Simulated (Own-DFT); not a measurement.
# Why a clamped stack is squeezed alike in all directions: Ge in Si

Source: density functional calculations with Own-DFT, an unreviewed in-house program that is no longer used. Nothing was measured or relaxed, and spin and spin-orbit coupling are left out.

Common settings: PBE; PseudoDojo norm-conserving scalar-relativistic files; cutoff 42 hartree; 3 x 3 x 2 k mesh centred on Gamma; Fermi-Dirac smearing of 0.1 eV.

Limits: forces on such cells moved up to 12 meV/angstrom on a denser k mesh; stress not checked against mesh or cutoff.

One cell of 96 atoms is used throughout, with vectors in Å (10.862, 0.000, 0.000); (0.000, 10.862, 0.000); (0.000, 0.000, 16.293). Some planes normal to z hold Ge in place of Si, either as pure planes or mixed at random through a layer; x is the share of Ge among all Ge and Si sites. u is the rms random offset of the atoms per axis. Stress is positive in tension.

| x | layer | u (Å) | (s_xx + s_yy)/2 (GPa) | s_zz (GPa) |
|---|---|---|---|---|
| 0.125 | mixed layer | 0.0281 | -3.75 | -3.78 |
| 0.125 | mixed layer | 0.0327 | -3.81 | -3.82 |
| 0.167 | pure planes | 0.0592 | -4.86 | -4.95 |
| 0.167 | pure planes | 0.0290 | -4.36 | -4.40 |
| 0.188 | mixed layer | 0.0288 | -4.65 | -4.62 |
| 0.188 | mixed layer | 0.0311 | -4.68 | -4.70 |
| 0.250 | mixed layer | 0.0608 | ? | ? |
| 0.500 | pure planes | 0.0298 | -9.15 | -9.16 |
| 0.500 | pure planes | 0.0297 | -9.19 | -9.15 |

## What the rows give

In the plane: -1.80 - 14.4 x - 188 u² GPa (slope in x ± 0.03, scatter 0.01). Along z: -1.81 - 14.3 x - 216 u² GPa (± 0.1, scatter 0.03). The two slopes nearly agree: every atom sits on the host's lattice on all three axes, so the larger Ge atoms are squeezed alike in all directions, and the layering hardly shows. The constants are the stress of this functional at the host's measured lattice. A real film keeps the in-plane spacing but grows in height until s_zz vanishes, which relieves part of the in-plane stress too.

## Test on the hidden row

Asked: what are the two stresses at x = 0.250?

From the fit: -6.1 and -6.2 GPa. The hidden result is -6.07 and -6.18 GPa.
